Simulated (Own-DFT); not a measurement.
Simulation results for GaN (wurtzite, strained, atoms displaced)

All values are calculated (Own-DFT development build). A calculation, not a measurement: plane-wave PBE density functional theory by an unreviewed code, no spin, of a simulated periodic cell, stress positive in tension, free energy of the whole cell less one offset for each atom, forces on such cells passed a denser k mesh, this cell's mesh not checked; offsets are fitted by least squares, one for each functional and potential file, so energies compare only between cells with the same atoms and settings and are not formation energies; the far tail of each file's local potential was reset to the Coulomb form; each entry is a single point on an unrelaxed cell, so the pressure reflects the starting lattice, mostly measured values (interpolated for alloys), from which strain is counted, and rises with the displacements; printed positions are rounded, which can move forces by about a meV/angstrom; the program, named Own-DFT, is a retired in-house code; no spin-orbit coupling.

```json
{"formula": "GaN", "kind": "wurtzite, strained, atoms displaced", "structure": {"cell_angstrom": [[12.756, 0.0, 0.0], [-4.7835, 8.2853, 0.0], [0.0, 0.0, 10.4478]], "atoms_fractional": [["Ga", 0.0873, 0.22603, 0.00215], ["Ga", 0.17203, 0.1033, 0.25057], ["N", 0.08169, 0.21554, 0.19234], ["N", 0.16027, 0.11539, 0.43762], ["Ga", 0.08389, 0.21969, 0.49963], ["Ga", 0.16657, 0.11396, 0.75141], ["N", 0.08601, 0.22354, 0.68078], ["N", 0.17156, 0.11133, 0.93869], ["Ga", 0.08212, 0.55467, 0.00832], ["Ga", 0.16747, 0.44814, 0.24939], ["N", 0.08835, 0.56276, 0.18774], ["N", 0.16674, 0.43121, 0.44543], ["Ga", 0.09061, 0.56785, 0.49798], ["Ga", 0.16888, 0.44554, 0.74801], ["N", 0.08393, 0.55577, 0.69124], ["N", 0.16188, 0.44491, 0.94284], ["Ga", 0.08268, 0.89519, 0.99675], ["Ga", 0.16131, 0.77151, 0.24482], ["N", 0.07753, 0.88638, 0.18891], ["N", 0.16344, 0.77595, 0.44711], ["Ga", 0.08526, 0.89234, 0.49609], ["Ga", 0.16857, 0.78765, 0.75392], ["N", 0.07869, 0.88109, 0.69025], ["N", 0.16165, 0.77382, 0.93912], ["Ga", 0.33401, 0.21403, 0.9991], ["Ga", 0.41245, 0.10771, 0.24567], ["N", 0.34181, 0.22986, 0.18403], ["N", 0.41296, 0.10584, 0.43618], ["Ga", 0.33582, 0.21059, 0.49303], ["Ga", 0.41742, 0.10816, 0.74737], ["N", 0.33263, 0.21872, 0.69562], ["N", 0.41205, 0.11511, 0.93845], ["Ga", 0.33602, 0.5555, 0.99563], ["Ga", 0.41685, 0.44577, 0.2499], ["N", 0.33314, 0.55583, 0.18082], ["N", 0.42167, 0.4389, 0.43272], ["Ga", 0.32918, 0.55448, 0.51275], ["Ga", 0.42037, 0.44478, 0.74738], ["N", 0.33833, 0.55808, 0.69349], ["N", 0.4196, 0.45163, 0.94542], ["Ga", 0.33013, 0.89193, 0.99627], ["Ga", 0.4152, 0.77624, 0.25723], ["N", 0.33112, 0.88352, 0.19551], ["N", 0.41286, 0.77426, 0.43867], ["Ga", 0.33347, 0.89151, 0.49702], ["Ga", 0.40868, 0.77368, 0.75549], ["N", 0.32904, 0.8856, 0.69262], ["N", 0.42278, 0.78105, 0.94018], ["Ga", 0.58286, 0.2206, 0.00016], ["Ga", 0.66991, 0.11471, 0.25089], ["N", 0.58224, 0.21922, 0.1844], ["N", 0.65934, 0.09837, 0.43919], ["Ga", 0.58095, 0.20856, 0.50022], ["Ga", 0.67192, 0.11198, 0.75164], ["N", 0.58189, 0.22346, 0.68955], ["N", 0.6604, 0.10251, 0.93125], ["Ga", 0.58208, 0.55738, 0.99217], ["Ga", 0.67911, 0.4596, 0.24831], ["N", 0.58039, 0.55545, 0.18776], ["N", 0.66889, 0.4476, 0.44205], ["Ga", 0.58054, 0.55553, 0.5006], ["Ga", 0.66867, 0.45144, 0.74868], ["N", 0.58064, 0.55821, 0.69008], ["N", 0.6655, 0.44515, 0.94161], ["Ga", 0.58113, 0.88511, 0.00818], ["Ga", 0.66573, 0.76027, 0.24353], ["N", 0.57845, 0.88884, 0.1857], ["N", 0.67717, 0.7887, 0.42946], ["Ga", 0.57765, 0.88061, 0.49916], ["Ga", 0.66658, 0.77881, 0.74896], ["N", 0.58558, 0.89518, 0.68904], ["N", 0.66478, 0.77925, 0.9451], ["Ga", 0.83211, 0.22489, 0.99346], ["Ga", 0.9216, 0.10761, 0.26262], ["N", 0.83404, 0.21956, 0.18754], ["N", 0.91546, 0.11363, 0.44293], ["Ga", 0.8332, 0.23392, 0.5131], ["Ga", 0.9108, 0.11075, 0.75294], ["N", 0.83077, 0.21375, 0.69197], ["N", 0.92183, 0.11914, 0.93864], ["Ga", 0.82885, 0.5475, 0.00547], ["Ga", 0.91106, 0.4386, 0.2498], ["N", 0.82593, 0.55235, 0.1858], ["N", 0.91436, 0.44074, 0.44104], ["Ga", 0.84072, 0.5586, 0.49865], ["Ga", 0.91899, 0.43699, 0.7482], ["N", 0.83758, 0.56249, 0.68911], ["N", 0.92161, 0.45028, 0.94573], ["Ga", 0.82904, 0.89036, 0.00474], ["Ga", 0.92084, 0.78224, 0.25201], ["N", 0.83691, 0.88832, 0.18613], ["N", 0.91739, 0.7753, 0.44227], ["Ga", 0.83836, 0.89673, 0.50208], ["Ga", 0.91512, 0.77775, 0.74492], ["N", 0.83791, 0.89475, 0.69117], ["N", 0.91693, 0.77676, 0.94856]]}, "settings": {"functional": "PBE", "potential_files": "PseudoDojo norm-conserving, scalar-relativistic, standard set with the stringent files for Ga", "wave_cutoff [hartree]": 96.0, "occupations": "Gaussian", "smearing_width [eV]": 0.01, "k_mesh": "3 x 4 x 3 centred on Gamma"}, "results": {"free_energy_of_cell_above_offsets [eV]": "-5.532", "pressure [GPa]": 5.43, "stress_xx [GPa]": -6.29, "stress_yy [GPa]": -6.55, "stress_zz [GPa]": -3.44, "stress_yz [GPa]": 0.03, "stress_xz [GPa]": 0.51, "stress_xy [GPa]": -0.13, "force_element": ["Ga", "Ga", "N", "N", "Ga", "Ga", "N", "N", "Ga", "Ga", "N", "N", "Ga", "Ga", "N", "N", "Ga", "Ga", "N", "N", "Ga", "Ga", "N", "N", "Ga", "Ga", "N", "N", "Ga", "Ga", "N", "N", "Ga", "Ga", "N", "N", "Ga", "Ga", "N", "N", "Ga", "Ga", "N", "N", "Ga", "Ga", "N", "N", "Ga", "Ga", "N", "N", "Ga", "Ga", "N", "N", "Ga", "Ga", "N", "N", "Ga", "Ga", "N", "N", "Ga", "Ga", "N", "N", "Ga", "Ga", "N", "N", "Ga", "Ga", "N", "N", "Ga", "Ga", "N", "N", "Ga", "Ga", "N", "N", "Ga", "Ga", "N", "N", "Ga", "Ga", "N", "N", "Ga", "Ga", "N", "N"], "force_x [eV/angstrom]": [-0.139, -1.024, 0.709, 2.975, -1.381, -0.148, -0.604, -1.07, 0.294, 0.939, -0.998, -0.972, 0.082, -0.575, 0.297, 1.232, -0.007, 0.22, 1.831, 0.552, -0.599, -0.516, 0.175, 0.376, -1.445, 1.291, -1.029, 1.226, -2.282, -0.19, 0.137, 2.446, -1.192, -0.283, -0.129, -1.542, 0.999, -0.637, -0.482, 0.037, 0.805, 0.436, -0.741, -0.149, -0.009, 1.487, 0.603, -1.836, -0.176, -0.329, 0.018, 0.795, -0.508, -2.126, 0.758, 0.519, 0.562, -3.755, 0.838, 0.38, 1.224, 0.41, 0.96, 0.11, 0.005, -0.737, 0.911, -1.048, 1.211, -0.259, -0.395, 0.422, 0.154, -1.16, 0.335, -0.18, 0.313, 2.535, -0.26, -0.469, 0.213, 0.448, 3.511, 0.936, -1.607, -0.686, 0.138, -0.916, 1.244, -1.198, -0.564, -0.04, -0.302, 0.301, -0.819, -0.883], "force_y [eV/angstrom]": [-0.455, 1.396, 0.783, -1.366, -0.142, -0.645, -0.152, 0.539, 0.424, -0.971, -1.894, 2.82, -3.012, -0.464, 0.322, 0.229, -1.069, 1.698, 0.265, 1.524, 0.043, -1.599, 1.645, 0.636, 2.337, 0.352, -1.281, -0.307, 1.823, 0.357, 0.324, -1.232, 0.396, 0.331, 0.007, 0.03, -0.54, -0.779, -0.386, -1.778, -0.708, -0.336, 0.338, -0.484, -0.946, 1.182, 0.388, -0.299, -0.17, -0.85, 0.628, 1.317, 1.783, -0.561, 0.097, 0.96, -0.059, -2.997, -1.609, -0.642, 0.681, -0.602, 0.315, -0.295, 0.63, 3.338, -0.123, -1.331, 0.111, 0.664, -1.23, 0.173, -0.506, 0.005, 0.047, 0.621, -2.145, -0.072, 1.625, -0.781, 1.284, 0.121, 1.683, 0.888, -0.392, 1.57, -1.694, -0.878, 0.301, -0.856, 0.041, 0.9, -0.78, 0.262, -0.673, -0.145], "force_z [eV/angstrom]": [0.409, -0.276, -0.223, -0.575, 0.488, -0.357, 1.75, -0.069, -1.362, 0.387, 1.109, -1.272, 1.218, 0.678, -0.566, -0.883, 0.392, 1.042, -0.335, -1.984, 1.179, -0.016, -0.64, 0.449, 0.4, 0.009, 0.553, -0.515, 1.442, 0.709, -1.492, -0.782, 0.511, -0.426, 1.34, 1.261, -1.824, 1.309, 0.126, -1.754, 0.79, -1.527, -1.014, 0.928, 0.808, 0.021, -1.007, -0.325, -0.248, -0.204, 0.834, 0.009, 0.013, -0.266, -0.218, 1.34, 1.45, 1.647, -1.027, -0.338, -0.548, 0.119, -0.448, -0.935, -0.921, 0.8, 1.654, 1.123, 0.265, 0.58, -0.386, -1.289, 1.054, -1.566, -0.037, 0.631, -2.023, 0.355, -0.091, -0.084, -1.329, -0.044, 0.379, -0.667, 0.731, 1.069, -0.176, -1.175, -0.777, 0.106, 1.115, -0.773, 0.007, 1.889, -0.367, -1.321]}}
```
